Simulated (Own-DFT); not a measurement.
# One host, several defects: C11b WSi2

No measurement is shown. These are fixed-geometry runs of a retired plane-wave code named Own-DFT, which no person has reviewed; spin and spin-orbit coupling are neglected.

Common settings: PBE; PseudoDojo norm-conserving scalar-relativistic files; cutoff 50 hartree; 5 x 5 x 5 k mesh centred on Gamma; cold (Marzari-Vanderbilt) smearing of 0.2 eV.

Caveats: forces on such cells failed a check on a denser k mesh; stress not checked against mesh or cutoff.

All runs share one cell, with vectors in Å (-2.148, -5.953, 3.409); (-6.444, 2.976, 1.136); (-2.553, -2.948, -6.757) and a volume of 403.2 Å³. The atoms are randomly displaced, by u rms on each axis. The defect's site can differ from row to row.

| cell | formula | u (Å) | P (GPa) |
|---|---|---|---|
| no defect | Si20W10 | 0.0190 | 4.59 |
| no defect | Si20W10 | 0.0218 | 4.48 |
| no defect | Si20W10 | 0.0536 | 6.37 |
| one Si vacancy | Si19W10 | 0.0305 | 3.74 |
| one Si vacancy | Si19W10 | 0.0490 | 4.59 |
| one Si vacancy | Si19W10 | 0.0499 | 4.58 |
| one W vacancy | Si20W9 | 0.0303 | 3.80 |
| one W vacancy | Si20W9 | 0.0484 | 4.97 |
| one W vacancy | Si20W9 | 0.0533 | 4.68 |
| one Si on a W site | Si21W9 | 0.0303 | 6.27 |
| one Si on a W site | Si21W9 | 0.0518 | 8.05 |
| one Si on a W site | Si21W9 | 0.0519 | 8.23 |
| one W on a Si site | Si19W11 | 0.0295 | 10.11 |
| one W on a Si site | Si19W11 | 0.0324 | 10.02 |
| one W on a Si site | Si19W11 | 0.0466 | 11.19 |
| one W on a Si site | Si19W11 | 0.0535 | ? |

## Fit

P = P0 + c u² + a shift for each defect gives P0 = 4.21 GPa, c = 755 ± 79 GPa/Å² and a scatter of 0.26 GPa. The shifts, and each times the cell's volume:

- one W on a Si site: 5.20 ± 0.21 GPa, 13.1 eV
- one Si on a W site: 1.72 ± 0.22 GPa, 4.3 eV
- one W vacancy: -1.27 ± 0.22 GPa, -3.2 eV
- one Si vacancy: -1.37 ± 0.22 GPa, -3.5 eV

A positive shift means that the defect pushes the cell outwards. Shift times volume (160.2 GPa Å³ is 1 eV) depends little on the cell's size, so, taken for each site, it can be compared between cells at like pressure. The atoms around the defects weren't relaxed, which would change these numbers.

## Test on the hidden row

Question: what pressure belongs in the blank (one W on a Si site, u = 0.0535 Å)?

Estimate: 11.57 ± 0.32 GPa. Computed: 12.41 GPa.
